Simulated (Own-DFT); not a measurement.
# Strain and stress in wurtzite AlN, 72 atoms (Al36N36)

These are calculations, not measurements. The program, named Own-DFT, is a retired in-house plane-wave density functional code that no person has reviewed. Each row is one single-point run on a periodic cell that was not relaxed, without spin or spin-orbit coupling.

Settings of every run: PBE; PseudoDojo norm-conserving scalar-relativistic files; cutoff 42 hartree; 3 x 3 x 2 k mesh centred on Gamma; Fermi-Dirac smearing of 0.1 eV.

Known limits: forces on such cells moved up to 12 meV/angstrom on a denser k mesh; stress not checked against mesh or cutoff.

Unstrained cell vectors in Å: (9.336, 0.000, 0.000); (-4.668, 8.085, 0.000); (0.000, 0.000, 9.964). The unstrained cell has measured lattice constants (interpolated for alloys), not those of this functional. That, the random moves and any unrelaxed bonds set the pressure at no strain. Each run strains this cell uniformly, with the atoms carried along. Every atom was also moved at random, by a Gaussian of width 0.05 Å on each axis. Strain is the symmetric tensor, in per cent. Stress is positive in tension, and the pressure is minus a third of its trace.

| run | e_xx (%) | e_yy (%) | e_zz (%) | e_yz (%) | e_xz (%) | e_xy (%) | s_xx (GPa) | s_yy (GPa) | s_zz (GPa) | s_yz (GPa) | s_xz (GPa) | s_xy (GPa) | P (GPa) | E (meV/atom) |
|---|---|---|---|---|---|---|---|---|---|---|---|---|---|---|
| 1 | 0.49 | 1.60 | 1.48 | -1.36 | 1.76 | -1.52 | -0.53 | 0.94 | 2.74 | -4.30 | 4.03 | -4.92 | -1.05 | 8.1 |
| 2 | 0.96 | -1.20 | -0.61 | -0.29 | -0.89 | -1.22 | -2.92 | -10.04 | -9.46 | -0.97 | -3.57 | -5.26 | 7.47 | 3.9 |
| 3 | -0.61 | 1.86 | 0.71 | -0.28 | 0.56 | 0.17 | -5.85 | 0.82 | -1.16 | -0.97 | 0.88 | 0.50 | 2.06 | 19.4 |
| 4 | -0.58 | 1.84 | 0.39 | -1.85 | -1.77 | -0.48 | -8.17 | 1.54 | -0.98 | -4.21 | -4.89 | -2.78 | 2.54 | 11.8 |
| 5 | -0.71 | -1.09 | 0.88 | -0.29 | -1.72 | 0.40 | -11.57 | -9.08 | -4.23 | 0.56 | -5.82 | 2.70 | 8.29 | 16.2 |
| 6 | -1.48 | 1.82 | -0.98 | 0.04 | 1.41 | -1.41 | -10.56 | 0.14 | -11.30 | -0.03 | 4.25 | -3.98 | 7.24 | 20.7 |
| 7 | -0.30 | -1.68 | -1.17 | 1.49 | -1.01 | 1.34 | -9.11 | -18.19 | -12.81 | 3.75 | -2.10 | 6.13 | 13.37 | 35.8 |
| 8 | 0.07 | 0.98 | 0.23 | -0.29 | -0.10 | -1.36 | -4.71 | -1.49 | -3.92 | -0.99 | 0.19 | -4.37 | 3.38 | 13.5 |
| 9 | -1.53 | -1.10 | 0.81 | 1.66 | -1.89 | -1.74 | -13.21 | -15.54 | -3.36 | 5.45 | -3.58 | -5.85 | 10.70 | 49.4 |
| 10 | -0.64 | -1.36 | -1.70 | -0.70 | -1.11 | 0.07 | -10.47 | -14.44 | -16.78 | -2.28 | -3.47 | 1.51 | 13.90 | 17.1 |
| 11 | 1.04 | 1.10 | 0.56 | -0.35 | 0.90 | 1.88 | -1.74 | 1.34 | -1.59 | -1.30 | 2.50 | 6.62 | 0.66 | 3.3 |
| 12 | 0.07 | -1.88 | -1.33 | 1.81 | 1.13 | -1.38 | -10.08 | -16.97 | -12.06 | 5.19 | 3.46 | -3.69 | 13.04 | 30.1 |
| 13 | -1.40 | 0.82 | 0.53 | 0.37 | -0.24 | -0.76 | -11.70 | -1.97 | -3.60 | 0.74 | -0.36 | -3.16 | 5.76 | 1.9 |
| 14 | 1.22 | -1.96 | 1.99 | -1.89 | -0.51 | -0.70 | -0.01 | -11.37 | 2.59 | -3.53 | -0.38 | -1.49 | 2.93 | 3.6 |
| 15 | -0.09 | -0.32 | 1.21 | 0.04 | -0.71 | -1.91 | -6.19 | -7.23 | 0.03 | -0.51 | -1.83 | -8.25 | 4.46 | 0.0 |
| 16 | 1.81 | -0.97 | -1.87 | 0.39 | -1.31 | -1.14 | -2.43 | -10.48 | -12.19 | -0.43 | -4.00 | -6.19 | 8.37 | 31.6 |
| 17 | -1.77 | 1.95 | 0.17 | 1.70 | 0.68 | -1.21 | -11.81 | 1.71 | -5.21 | 4.13 | 0.86 | -3.87 | 5.10 | 6.8 |
| 18 | -0.44 | -1.22 | -1.24 | 1.39 | -1.40 | -0.21 | ? | ? | ? | ? | ? | ? | ? | ? |

E is the free energy for each atom above the lowest run shown.

## Worked fit

Each stress component was fitted by least squares to a constant and the strains of the runs shown, as fractions, with shears doubled. Shear strains stay in the fit of a normal stress only where such slopes are resolved. The slopes, in GPa:

| stress | at no strain | per e_xx | per e_yy | per e_zz | scatter |
|---|---|---|---|---|---|
| s_xx | -6.4 | 416 ± 31 | 89 ± 22 | 85 ± 28 | 1.22 |
| s_yy | -6.4 | 127 ± 42 | 472 ± 31 | 90 ± 38 | 1.66 |
| s_zz | -5.7 | 104 ± 27 | 88 ± 19 | 462 ± 24 | 1.04 |

Each shear stress against twice its own strain: yz 122 ± 9, xz 137 ± 12, xy 195 ± 8 GPa. These are stiffnesses along x, y and z of the frame in which the cell vectors are given, which need not be the crystal's axes. The atoms are held to the strained lattice; where symmetry lets them move under strain, relaxing them would lower some slopes. The table should be nearly symmetric about its diagonal, and what it lacks of that shows the noise. A ninth of its sum, 215 ± 4 GPa, estimates the bulk modulus near the mean pressure of these runs, 6.4 GPa, so it lies above the value at zero pressure.

## Withheld run

Question: what normal stresses and pressure should run 18 give?

The fit gives s_xx = -10.3, s_yy = -13.8, s_zz = -12.9 and P = 12.4 GPa. The calculation gave -9.80, -14.10, -11.64 and P = 11.85 GPa.
